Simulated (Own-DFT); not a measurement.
# Computed records: GaN (wurtzite, strained, atoms displaced), GaP (zincblende, strained, atoms displaced), SiC (2H silicon carbide, atoms displaced)

A calculation, not a measurement: plane-wave PBE density functional theory by an unreviewed code, no spin, of a simulated periodic cell, stress positive in tension, free energy of the whole cell less one offset for each atom, forces on such cells passed a denser k mesh, this cell's mesh not checked; offsets are fitted by least squares, one for each functional and potential file, so energies compare only between cells with the same atoms and settings and are not formation energies; the far tail of each file's local potential was reset to the Coulomb form; each entry is a single point on an unrelaxed cell, so the pressure reflects the starting lattice, mostly measured values (interpolated for alloys), from which strain is counted, and rises with the displacements; printed positions are rounded, which can move forces by about a meV/angstrom; the program, named Own-DFT, is a retired in-house code; no spin-orbit coupling. Program: Own-DFT development build.

Settings shared by all entries: functional PBE.

(1) 
```cif
# cell vector a (Å): 12.7560 0.0000 0.0319
# cell vector b (Å): -4.7835 8.2853 -0.0120
# cell vector c (Å): 0.0259 0.0000 10.3700
data_GaN
_symmetry_space_group_name_H-M 'P 1'
_symmetry_Int_Tables_number 1
_cell_length_a 12.7560
_cell_length_b 9.5670
_cell_length_c 10.3700
_cell_angle_alpha 90.143
_cell_angle_beta 89.714
_cell_angle_gamma 120.000
_cell_volume 1095.97
loop_
_atom_site_label
_atom_site_type_symbol
_atom_site_fract_x
_atom_site_fract_y
_atom_site_fract_z
_atom_site_occupancy
Ga1 Ga 0.08432 0.22437 0.00104 1
Ga2 Ga 0.16307 0.10993 0.24681 1
N1 N 0.08300 0.22702 0.18774 1
N2 N 0.16145 0.10750 0.44171 1
Ga3 Ga 0.08139 0.21694 0.49590 1
Ga4 Ga 0.17128 0.11368 0.75327 1
N3 N 0.08526 0.21819 0.69745 1
N4 N 0.16315 0.10934 0.94179 1
Ga5 Ga 0.08898 0.55285 0.00491 1
Ga6 Ga 0.16320 0.43788 0.25191 1
N5 N 0.07706 0.54501 0.18887 1
N6 N 0.17296 0.44115 0.43935 1
Ga7 Ga 0.08033 0.55527 0.49492 1
Ga8 Ga 0.16276 0.43901 0.73947 1
N7 N 0.07657 0.54410 0.68626 1
N8 N 0.17207 0.45018 0.93321 1
Ga9 Ga 0.08596 0.88749 0.99544 1
Ga10 Ga 0.17459 0.79837 0.25693 1
N9 N 0.07386 0.89079 0.18131 1
N10 N 0.16223 0.77587 0.43670 1
Ga11 Ga 0.08783 0.88836 0.50168 1
Ga12 Ga 0.16451 0.77015 0.74715 1
N11 N 0.07354 0.87830 0.68976 1
N12 N 0.16080 0.77309 0.93230 1
Ga13 Ga 0.33246 0.21769 0.99434 1
Ga14 Ga 0.41460 0.10919 0.24660 1
N13 N 0.34440 0.22862 0.18434 1
N14 N 0.41846 0.10428 0.44014 1
Ga15 Ga 0.32972 0.22659 0.50544 1
Ga16 Ga 0.41041 0.10980 0.75963 1
N15 N 0.33671 0.23816 0.68844 1
N16 N 0.42006 0.10768 0.93351 1
Ga17 Ga 0.32453 0.55136 0.00654 1
Ga18 Ga 0.41871 0.43918 0.24985 1
N17 N 0.32466 0.54678 0.18380 1
N18 N 0.41192 0.45411 0.43253 1
Ga19 Ga 0.33942 0.55256 0.50296 1
Ga20 Ga 0.41711 0.44173 0.75231 1
N19 N 0.33089 0.54130 0.68958 1
N20 N 0.41955 0.44496 0.93854 1
Ga21 Ga 0.34461 0.89292 0.99612 1
Ga22 Ga 0.40613 0.77143 0.24767 1
N21 N 0.34046 0.89070 0.18605 1
N22 N 0.41731 0.78828 0.44977 1
Ga23 Ga 0.32852 0.88458 0.50741 1
Ga24 Ga 0.42165 0.78335 0.75295 1
N23 N 0.32995 0.89957 0.69133 1
N24 N 0.41668 0.78124 0.94301 1
Ga25 Ga 0.59103 0.23711 0.00310 1
Ga26 Ga 0.67302 0.11354 0.25325 1
N25 N 0.58644 0.23324 0.18469 1
N26 N 0.67034 0.12078 0.44178 1
Ga27 Ga 0.59264 0.22175 0.49780 1
Ga28 Ga 0.66663 0.11266 0.74924 1
N27 N 0.58691 0.22556 0.68623 1
N28 N 0.67543 0.10586 0.93554 1
Ga29 Ga 0.57779 0.55675 0.00682 1
Ga30 Ga 0.67216 0.44488 0.24602 1
N29 N 0.58971 0.55158 0.17997 1
N30 N 0.66955 0.44943 0.44546 1
Ga31 Ga 0.58545 0.55748 0.50706 1
Ga32 Ga 0.66399 0.43899 0.75042 1
N31 N 0.57554 0.55215 0.69293 1
N32 N 0.66872 0.44603 0.94469 1
Ga33 Ga 0.58410 0.89112 0.99949 1
Ga34 Ga 0.66492 0.77698 0.24862 1
N33 N 0.58854 0.89415 0.18336 1
N34 N 0.67648 0.78713 0.44025 1
Ga35 Ga 0.58090 0.87643 0.50777 1
Ga36 Ga 0.66524 0.77371 0.75702 1
N35 N 0.58949 0.89096 0.68277 1
N36 N 0.67355 0.77735 0.94495 1
Ga37 Ga 0.83367 0.22109 0.00512 1
Ga38 Ga 0.91509 0.09922 0.24166 1
N37 N 0.82251 0.21368 0.18818 1
N38 N 0.91331 0.10985 0.43279 1
Ga39 Ga 0.82737 0.22495 0.49872 1
Ga40 Ga 0.91181 0.11598 0.75012 1
N39 N 0.84532 0.21640 0.68611 1
N40 N 0.91523 0.12300 0.93678 1
Ga41 Ga 0.83547 0.55329 0.00516 1
Ga42 Ga 0.91135 0.44368 0.24543 1
N41 N 0.82979 0.55211 0.18281 1
N42 N 0.91704 0.44336 0.44496 1
Ga43 Ga 0.83193 0.55831 0.49489 1
Ga44 Ga 0.90753 0.44029 0.74266 1
N43 N 0.83026 0.55397 0.68835 1
N44 N 0.92290 0.44522 0.93669 1
Ga45 Ga 0.83604 0.88836 0.00669 1
Ga46 Ga 0.90018 0.77231 0.25375 1
N45 N 0.83111 0.88202 0.19823 1
N46 N 0.91917 0.77933 0.44005 1
Ga47 Ga 0.83466 0.89221 0.49181 1
Ga48 Ga 0.91808 0.77368 0.74882 1
N47 N 0.83480 0.89870 0.69086 1
N48 N 0.92072 0.78423 0.93525 1
_calc_potential_files 'PseudoDojo norm-conserving, scalar-relativistic, standard set with the stringent files for Ga'
_calc_wave_cutoff 96  # hartree
_calc_occupations 'Gaussian'
_calc_smearing_width 0.01  # eV
_calc_k_mesh '3 x 4 x 3 centred on Gamma'
_calc_free_energy_of_cell_above_offsets '-2.876'  # eV
_calc_pressure 7.67  # GPa
_calc_stress_xx -8  # GPa
_calc_stress_yy -7.04  # GPa
_calc_stress_zz -7.97  # GPa
_calc_stress_yz -0.37  # GPa
_calc_stress_xz 0.37  # GPa
_calc_stress_xy 0.6  # GPa
```

Force:
| element | x (eV/Å) | y (eV/Å) | z (eV/Å) |
| --- | --- | --- | --- |
| Ga | -0.732 | 0.329 | -1.01 |
| Ga | 0.55 | 0.259 | 0.124 |
| N | 0.248 | -1.366 | -0.221 |
| N | 1.373 | 0.051 | -0.942 |
| Ga | -1.171 | 0.434 | 1.3 |
| Ga | -1.032 | -0.79 | -0.272 |
| N | -0.522 | -0.497 | -1.496 |
| N | 1.017 | 0.42 | -0.348 |
| Ga | -1.093 | 0.365 | -0.987 |
| Ga | -0.597 | 0.874 | 0.683 |
| N | 0.328 | 1.408 | 0.774 |
| N | -1.182 | 0.427 | 0.05 |
| Ga | 1.265 | -0.786 | 0.593 |
| Ga | 0.26 | 0.24 | 1.053 |
| N | 0.082 | 1.205 | -0.666 |
| N | -0.592 | -1.056 | -0.095 |
| Ga | -0.584 | -0.341 | 0.147 |
| Ga | -0.944 | -1.582 | -2.069 |
| N | 1.076 | -0.333 | 1.306 |
| N | 1.118 | 0.161 | 0.518 |
| Ga | -1.581 | 0.051 | 0.529 |
| Ga | -0.837 | -0.417 | 0.277 |
| N | 2.562 | 1.701 | -0.685 |
| N | 1.807 | 0.361 | 0.981 |
| Ga | 0.02 | 0.573 | 0.561 |
| Ga | 1.356 | 0.693 | 1.16 |
| N | -1.795 | -1.37 | -0.133 |
| N | -1.038 | 1.145 | -0.24 |
| Ga | 1.102 | -0.367 | -1.348 |
| Ga | 0.74 | 1.248 | -2.824 |
| N | 0.642 | -3.029 | 0.152 |
| N | -0.124 | 1.025 | 2.096 |
| Ga | 1.648 | 0.368 | -1.906 |
| Ga | -0.206 | 1.223 | -0.533 |
| N | 1.167 | 0.697 | 1.713 |
| N | 3.644 | -1.67 | -0.059 |
| Ga | -2.901 | 1.709 | 0.769 |
| Ga | -0.818 | 1.336 | 1.231 |
| N | -0.549 | 2.29 | -0.014 |
| N | -1.031 | -0.293 | 0.381 |
| Ga | -2.883 | -0.246 | 0.439 |
| Ga | 2.386 | -0.13 | 1.227 |
| N | -1.871 | 0.292 | -0.429 |
| N | 0.765 | -1.736 | -1.536 |
| Ga | 0.001 | 1.011 | -0.423 |
| Ga | -0.51 | -0.932 | -0.608 |
| N | 1.007 | -1.433 | 0.147 |
| N | 1.761 | -1.281 | -1.058 |
| Ga | 0.528 | -2.107 | -0.704 |
| Ga | -2.817 | -1.155 | 0.372 |
| N | 0.433 | -1.968 | 1.067 |
| N | 0.79 | -2.498 | -1.162 |
| Ga | -3.14 | 0.615 | 0.695 |
| Ga | 1.026 | 0.117 | 0.015 |
| N | -0.549 | -0.98 | 0.388 |
| N | -2.127 | 0.702 | -0.135 |
| Ga | 1.14 | 0.02 | -2.215 |
| Ga | -1.356 | -0.162 | 1.294 |
| N | -1.268 | 0.768 | 3.154 |
| N | -0.719 | -0.597 | -1.517 |
| Ga | -0.371 | 0.129 | -0.777 |
| Ga | -0.179 | 0.939 | 0.664 |
| N | 1.694 | 0.636 | -0.378 |
| N | -0.304 | 1.052 | -1.406 |
| Ga | 0.827 | -0.203 | -0.12 |
| Ga | -0.763 | -0.555 | 0.289 |
| N | -0.977 | -0.906 | 1.344 |
| N | -1.998 | -1.989 | -0.854 |
| Ga | -0.107 | 1.397 | -2.101 |
| Ga | 1.041 | 0.755 | -0.348 |
| N | -0.888 | -0.301 | 2.521 |
| N | -1.387 | -0.148 | -0.303 |
| Ga | -0.345 | 1.103 | -0.757 |
| Ga | -0.869 | 2.095 | 1.316 |
| N | 2.906 | 1.507 | -0.05 |
| N | 0.235 | 0.754 | -0.247 |
| Ga | 2.497 | -0.366 | 0.57 |
| Ga | 4.293 | -2.147 | 1.569 |
| N | -5.733 | 2.646 | -1.774 |
| N | 1.981 | -1.556 | 1.175 |
| Ga | 0.482 | 0.708 | -2.533 |
| Ga | 1.009 | -0.452 | 0.864 |
| N | 0.692 | 0.942 | 1.691 |
| N | -1.01 | 0.363 | -1.663 |
| Ga | 0.905 | 0.237 | 1.179 |
| Ga | 1.436 | -0.292 | 1.179 |
| N | -0.475 | -0.029 | -0.538 |
| N | -1.017 | -0.14 | 0.218 |
| Ga | 0.269 | 0.684 | -1.232 |
| Ga | 3.946 | -0.893 | 0.435 |
| N | -1.673 | 0.759 | -2.092 |
| N | -0.087 | -0.069 | -0.418 |
| Ga | 1.094 | 0.773 | 2.331 |
| Ga | -2.37 | 0.326 | 0.425 |
| N | 0.306 | -1.858 | -0.614 |
| N | -0.336 | -0.896 | 0.873 |

(2) 
```cif
# cell vector a (Å): 10.8620 0.0000 0.0000
# cell vector b (Å): 0.0000 10.8620 0.0000
# cell vector c (Å): 0.0000 0.0000 10.9439
data_GaP
_symmetry_space_group_name_H-M 'P 1'
_symmetry_Int_Tables_number 1
_cell_length_a 10.8620
_cell_length_b 10.8620
_cell_length_c 10.9439
_cell_angle_alpha 90.000
_cell_angle_beta 90.000
_cell_angle_gamma 90.000
_cell_volume 1291.19
loop_
_atom_site_label
_atom_site_type_symbol
_atom_site_fract_x
_atom_site_fract_y
_atom_site_fract_z
_atom_site_occupancy
Ga1 Ga 0.99876 0.99323 0.00314 1
Ga2 Ga 0.00218 0.24975 0.24733 1
Ga3 Ga 0.24621 0.99994 0.25015 1
Ga4 Ga 0.25193 0.25467 0.00058 1
P1 P 0.12140 0.12408 0.13043 1
P2 P 0.12179 0.37443 0.37153 1
P3 P 0.37309 0.12353 0.37496 1
P4 P 0.37640 0.37148 0.12711 1
Ga5 Ga 0.99583 0.99924 0.49979 1
Ga6 Ga 0.99642 0.25324 0.75078 1
Ga7 Ga 0.25171 0.99937 0.74849 1
Ga8 Ga 0.25260 0.25012 0.50051 1
P5 P 0.12535 0.12233 0.62480 1
P6 P 0.12792 0.37309 0.87318 1
P7 P 0.37052 0.12100 0.87894 1
P8 P 0.37617 0.37613 0.62563 1
Ga9 Ga 0.99811 0.49936 0.99790 1
Ga10 Ga 0.00023 0.75169 0.25020 1
Ga11 Ga 0.24901 0.49880 0.25427 1
Ga12 Ga 0.24913 0.75306 0.00006 1
P9 P 0.12417 0.62930 0.12482 1
P10 P 0.12755 0.87111 0.37281 1
P11 P 0.37734 0.62093 0.37077 1
P12 P 0.37947 0.87097 0.12083 1
Ga13 Ga 0.00218 0.49687 0.50344 1
Ga14 Ga 0.99821 0.75170 0.75191 1
Ga15 Ga 0.25294 0.50341 0.74833 1
Ga16 Ga 0.24745 0.74961 0.50349 1
P13 P 0.12535 0.62949 0.63133 1
P14 P 0.12351 0.87521 0.87986 1
P15 P 0.37400 0.62182 0.88082 1
P16 P 0.37410 0.87848 0.62565 1
Ga17 Ga 0.49752 0.99951 0.99895 1
Ga18 Ga 0.49349 0.25428 0.25199 1
Ga19 Ga 0.75155 0.99734 0.24633 1
Ga20 Ga 0.75070 0.24919 0.00298 1
P17 P 0.62832 0.12515 0.12847 1
P18 P 0.62586 0.37671 0.37304 1
P19 P 0.87511 0.12636 0.37473 1
P20 P 0.87523 0.37772 0.12823 1
Ga21 Ga 0.50126 0.00178 0.49450 1
Ga22 Ga 0.50026 0.24944 0.75099 1
Ga23 Ga 0.75087 0.99627 0.75215 1
Ga24 Ga 0.74525 0.25051 0.50369 1
P21 P 0.62292 0.12413 0.62685 1
P22 P 0.62663 0.37693 0.87342 1
P23 P 0.87144 0.12558 0.87945 1
P24 P 0.87629 0.37603 0.63091 1
Ga25 Ga 0.50458 0.49879 0.00046 1
Ga26 Ga 0.49775 0.75289 0.25000 1
Ga27 Ga 0.75145 0.49714 0.25351 1
Ga28 Ga 0.74974 0.74860 0.00177 1
P25 P 0.62279 0.62655 0.12386 1
P26 P 0.62173 0.87331 0.37202 1
P27 P 0.88031 0.62352 0.37534 1
P28 P 0.87245 0.87930 0.12295 1
Ga29 Ga 0.50371 0.49841 0.49676 1
Ga30 Ga 0.49480 0.75313 0.75236 1
Ga31 Ga 0.74844 0.49974 0.74770 1
Ga32 Ga 0.74436 0.75393 0.50032 1
P29 P 0.61659 0.62790 0.62508 1
P30 P 0.62745 0.87286 0.87289 1
P31 P 0.87642 0.62448 0.87599 1
P32 P 0.87413 0.87595 0.62612 1
_calc_potential_files 'PseudoDojo norm-conserving, scalar-relativistic, standard set'
_calc_wave_cutoff 42  # hartree
_calc_occupations 'Fermi-Dirac'
_calc_smearing_width 0.1  # eV
_calc_k_mesh '3 x 3 x 3 centred on Gamma'
_calc_free_energy_of_cell_above_offsets '-35.106'  # eV
_calc_pressure 3.12  # GPa
_calc_stress_xx -3.3  # GPa
_calc_stress_yy -3.29  # GPa
_calc_stress_zz -2.77  # GPa
_calc_stress_yz 0.13  # GPa
_calc_stress_xz -0.04  # GPa
_calc_stress_xy 0.16  # GPa
```

Force:
| element | x (eV/Å) | y (eV/Å) | z (eV/Å) |
| --- | --- | --- | --- |
| Ga | 0.134 | 1.141 | -0.265 |
| Ga | -0.638 | 0.074 | 0.344 |
| Ga | 0.584 | -0.317 | -0.244 |
| Ga | -0.413 | -0.729 | 0.225 |
| P | 0.474 | -0.028 | -1.07 |
| P | 0.444 | -0.16 | 0.745 |
| P | 0.017 | 0.159 | -0.148 |
| P | -0.311 | 0.968 | -0.373 |
| Ga | 0.548 | 0.001 | -0.231 |
| Ga | 0.51 | -0.902 | 0.339 |
| Ga | -0.571 | 0.062 | 0.369 |
| Ga | -0.449 | 0.042 | 0.011 |
| P | -0.321 | 0.409 | 0.042 |
| P | -0.236 | 0.442 | 0.049 |
| P | 0.367 | 0.597 | -0.387 |
| P | 0.097 | -0.032 | -0.223 |
| Ga | 0.543 | -0.006 | 0.275 |
| Ga | -0.22 | -0.042 | -0.254 |
| Ga | -0.147 | 0.184 | -0.759 |
| Ga | 0.054 | -0.503 | 0.096 |
| P | 0.094 | -0.617 | -0.034 |
| P | -0.411 | 0.409 | 0.511 |
| P | -0.274 | 0.542 | 0.761 |
| P | -0.732 | 0.734 | 0.5 |
| Ga | 0.071 | 0.373 | 0.032 |
| Ga | -0.015 | 0.096 | 0.235 |
| Ga | -0.092 | -0.221 | 0.314 |
| Ga | 0.553 | -0.18 | -0.374 |
| P | -0.175 | -0.498 | -0.504 |
| P | 0.224 | 0.101 | -0.784 |
| P | 0.082 | 0.379 | -0.339 |
| P | 0.23 | -0.271 | -0.441 |
| Ga | 0.812 | 0.085 | 0.12 |
| Ga | 0.848 | -0.85 | 0.131 |
| Ga | -0.212 | 0.452 | 0.706 |
| Ga | -0.162 | 0.376 | 0.067 |
| P | -0.922 | 0.154 | -0.187 |
| P | -0.099 | -0.515 | 0.301 |
| P | -0.328 | 0.01 | 0.054 |
| P | 0.076 | -0.354 | -0.452 |
| Ga | -0.099 | -0.077 | 0.477 |
| Ga | -0.327 | -0.105 | 0.314 |
| Ga | -0.046 | 0.575 | -0.067 |
| Ga | 0.485 | -0.014 | -0.182 |
| P | 0.14 | -0.252 | -0.038 |
| P | -0.008 | -0.479 | 0.245 |
| P | 0.584 | -0.287 | -0.357 |
| P | -0.449 | 0.007 | -0.884 |
| Ga | -0.345 | -0.117 | 0.118 |
| Ga | 0.043 | -0.624 | -0.184 |
| Ga | -0.002 | 0.815 | -0.348 |
| Ga | 0.053 | 0 | -0.211 |
| P | 0.432 | -0.228 | 0.617 |
| P | 0.428 | 0.414 | 0.013 |
| P | -0.685 | 0.287 | 0.419 |
| P | 0.125 | -1.142 | 0.397 |
| Ga | -0.389 | 0.154 | 0.213 |
| Ga | -0.029 | -0.3 | 0.155 |
| Ga | -0.096 | 0.672 | 0.11 |
| Ga | 0.45 | -0.626 | -0.007 |
| P | 0.652 | -0.13 | 0.063 |
| P | -0.414 | 0.064 | 0.401 |
| P | -0.476 | 0.059 | -0.251 |
| P | -0.06 | -0.229 | -0.167 |

(3) 
```cif
# cell vector a (Å): 9.2481 0.0000 0.0000
# cell vector b (Å): -4.6241 8.0091 0.0000
# cell vector c (Å): 0.0000 0.0000 10.0681
data_SiC
_symmetry_space_group_name_H-M 'P 1'
_symmetry_Int_Tables_number 1
_cell_length_a 9.2481
_cell_length_b 9.2481
_cell_length_c 10.0681
_cell_angle_alpha 90.000
_cell_angle_beta 90.000
_cell_angle_gamma 120.000
_cell_volume 745.73
loop_
_atom_site_label
_atom_site_type_symbol
_atom_site_fract_x
_atom_site_fract_y
_atom_site_fract_z
_atom_site_occupancy
Si1 Si 0.00610 0.00656 0.00561 1
Si2 Si 0.10637 0.21784 0.25666 1
C1 C 0.00532 0.00238 0.19684 1
C2 C 0.10253 0.20818 0.43391 1
Si3 Si 0.99878 0.01205 0.49554 1
Si4 Si 0.11449 0.21806 0.74862 1
C3 C 0.00245 0.00092 0.69345 1
C4 C 0.10158 0.20684 0.93799 1
Si5 Si 0.99583 0.34174 0.00990 1
Si6 Si 0.11327 0.57036 0.24938 1
C5 C 0.00151 0.34589 0.18908 1
C6 C 0.11545 0.56352 0.44005 1
Si7 Si 0.99758 0.33692 0.49830 1
Si8 Si 0.09931 0.54545 0.75698 1
C7 C 0.01239 0.34008 0.69553 1
C8 C 0.10863 0.54977 0.93129 1
Si9 Si 0.99401 0.65082 0.00826 1
Si10 Si 0.11754 0.89256 0.24829 1
C9 C 0.99138 0.65925 0.17587 1
C10 C 0.10469 0.89730 0.44412 1
Si11 Si 0.99849 0.66727 0.50369 1
Si12 Si 0.11295 0.89516 0.75974 1
C11 C 0.00165 0.67623 0.67826 1
C12 C 0.12175 0.89320 0.93816 1
Si13 Si 0.33652 0.00378 0.99721 1
Si14 Si 0.45120 0.22584 0.24565 1
C13 C 0.33098 0.00360 0.18937 1
C14 C 0.42947 0.21120 0.43668 1
Si15 Si 0.32792 0.99878 0.49275 1
Si16 Si 0.44721 0.22548 0.74473 1
C15 C 0.34558 0.01305 0.68932 1
C16 C 0.44874 0.23001 0.92671 1
Si17 Si 0.34645 0.34240 0.99915 1
Si18 Si 0.43854 0.55370 0.26208 1
C17 C 0.33427 0.34382 0.17838 1
C18 C 0.43328 0.54999 0.43514 1
Si19 Si 0.33712 0.32690 0.50027 1
Si20 Si 0.43357 0.55399 0.75566 1
C19 C 0.33994 0.33547 0.69115 1
C20 C 0.45360 0.56035 0.93940 1
Si21 Si 0.33228 0.66045 0.00255 1
Si22 Si 0.44160 0.89343 0.24808 1
C21 C 0.33245 0.65921 0.18019 1
C22 C 0.43861 0.88354 0.43882 1
Si23 Si 0.34750 0.67328 0.49529 1
Si24 Si 0.44218 0.89283 0.73801 1
C23 C 0.32795 0.65895 0.69159 1
C24 C 0.43085 0.88463 0.94288 1
Si25 Si 0.67078 0.00182 0.99809 1
Si26 Si 0.77849 0.22542 0.25734 1
C25 C 0.67009 0.00566 0.19562 1
C26 C 0.78452 0.22050 0.44022 1
Si27 Si 0.66380 0.99619 0.50102 1
Si28 Si 0.78030 0.22398 0.74053 1
C27 C 0.65523 0.99411 0.70038 1
C28 C 0.76955 0.22186 0.94107 1
Si29 Si 0.66481 0.33556 0.98433 1
Si30 Si 0.77170 0.55288 0.25713 1
C29 C 0.66920 0.32805 0.19234 1
C30 C 0.77779 0.54809 0.44446 1
Si31 Si 0.66335 0.33311 0.49153 1
Si32 Si 0.78925 0.56601 0.75256 1
C31 C 0.66183 0.33134 0.69294 1
C32 C 0.77140 0.55787 0.93467 1
Si33 Si 0.67571 0.66863 0.99527 1
Si34 Si 0.77093 0.88767 0.24356 1
C33 C 0.66971 0.67435 0.17995 1
C34 C 0.78235 0.89368 0.43427 1
Si35 Si 0.65866 0.66715 0.50111 1
Si36 Si 0.77853 0.89322 0.73887 1
C35 C 0.67000 0.67308 0.69364 1
C36 C 0.77267 0.88869 0.95035 1
_calc_potential_files 'PseudoDojo norm-conserving, scalar-relativistic, standard set'
_calc_wave_cutoff 42  # hartree
_calc_occupations 'Fermi-Dirac'
_calc_smearing_width 0.1  # eV
_calc_hardware 'one NVIDIA H100'
_calc_k_mesh '4 x 4 x 3 centred on Gamma'
_calc_free_energy_of_cell_above_offsets '-3.622'  # eV
_calc_pressure 6.07  # GPa
_calc_stress_xx -3.78  # GPa
_calc_stress_yy -6.47  # GPa
_calc_stress_zz -7.96  # GPa
_calc_stress_yz 0.31  # GPa
_calc_stress_xz 0.18  # GPa
_calc_stress_xy 1.41  # GPa
_calc_wall_time 346.9  # s
```

Force:
| element | x (eV/Å) | y (eV/Å) | z (eV/Å) |
| --- | --- | --- | --- |
| Si | -0.214 | -2.596 | 0.354 |
| Si | 0.251 | 1.693 | -2.86 |
| C | -0.907 | -0.511 | -1.489 |
| C | 0.012 | 5.613 | 1.274 |
| Si | 0.778 | -4.164 | 2.357 |
| Si | -0.32 | 0.674 | 1.522 |
| C | -0.741 | 0.302 | -1.965 |
| C | 0.258 | 4.502 | -0.156 |
| Si | 1.075 | -2.565 | -2.254 |
| Si | 0.951 | -1.694 | 0.276 |
| C | 0.479 | -1.151 | 1.901 |
| C | 0.096 | -0.131 | -0.632 |
| Si | 2.043 | 0.67 | 0.857 |
| Si | 0.61 | 3.087 | -2.627 |
| C | -1.355 | -2.643 | -2.501 |
| C | -0.235 | 0.445 | 3.045 |
| Si | -0.281 | 2.242 | -5.046 |
| Si | -1.882 | -0.849 | 0.773 |
| C | -0.083 | 1.47 | 5.498 |
| C | 1.406 | -1.9 | -1.553 |
| Si | 0.307 | 1.068 | -1.728 |
| Si | 1.18 | -0.35 | -2.118 |
| C | 0.92 | -0.708 | 4.046 |
| C | -1.988 | -1.458 | 1.563 |
| Si | -0.095 | 0.59 | 0.27 |
| Si | -1.972 | 0.088 | 0.001 |
| C | 1.012 | 0.262 | -0.706 |
| C | 2.462 | 1.962 | -1.316 |
| Si | -0.155 | -1.096 | 2.257 |
| Si | 0.055 | 0.222 | 0.754 |
| C | -1.862 | -1.932 | -1.685 |
| C | -0.392 | -1.021 | 2.074 |
| Si | -1.829 | -1.335 | -1.111 |
| Si | 0.888 | 0.412 | -5.146 |
| C | 0.895 | -1.475 | 3.127 |
| C | 2.186 | -0.321 | 2.108 |
| Si | -2.561 | 0.355 | 0.738 |
| Si | 2.335 | 0.665 | -0.285 |
| C | -1.157 | -0.065 | -1.321 |
| C | -1.072 | -0.286 | -0.305 |
| Si | -0.079 | 1.07 | -1.896 |
| Si | 1.284 | -0.878 | -0.646 |
| C | -1.044 | 1.627 | 3.015 |
| C | 0.395 | 1.828 | -0.805 |
| Si | -3.373 | -1.914 | 2.408 |
| Si | -1.253 | -2.253 | 3.484 |
| C | -0.905 | 1.43 | -1.292 |
| C | 2.525 | 0.042 | -1.159 |
| Si | -2.366 | -0.279 | 1.025 |
| Si | 1.179 | -0.246 | -1.474 |
| C | -1.002 | -0.041 | -1.17 |
| C | -2.171 | -0.158 | 0.672 |
| Si | 0.074 | 0.333 | 0.115 |
| Si | -0.345 | -0.083 | 2.226 |
| C | 2.5 | 1.82 | -3.217 |
| C | 1.756 | 0.483 | -1.27 |
| Si | -0.055 | -0.382 | 2.169 |
| Si | 0.093 | 0.398 | -1.618 |
| C | -1.264 | 1.401 | -1.053 |
| C | -1.503 | 1.781 | -1.219 |
| Si | 0.274 | -1.719 | 2.328 |
| Si | -1.408 | -0.994 | -1.553 |
| C | 1.762 | 1.763 | -2.077 |
| C | 3.048 | -0.317 | 0.244 |
| Si | -2.429 | 0.898 | 0.966 |
| Si | 1.564 | 0.712 | 0.812 |
| C | -0.006 | -2.057 | 2.385 |
| C | -1.508 | -1.495 | 0.592 |
| Si | 1.714 | 0.203 | 0.516 |
| Si | 0.143 | -0.224 | 3.16 |
| C | -0.839 | -1.297 | -1.293 |
| C | 2.141 | 0.479 | -2.366 |
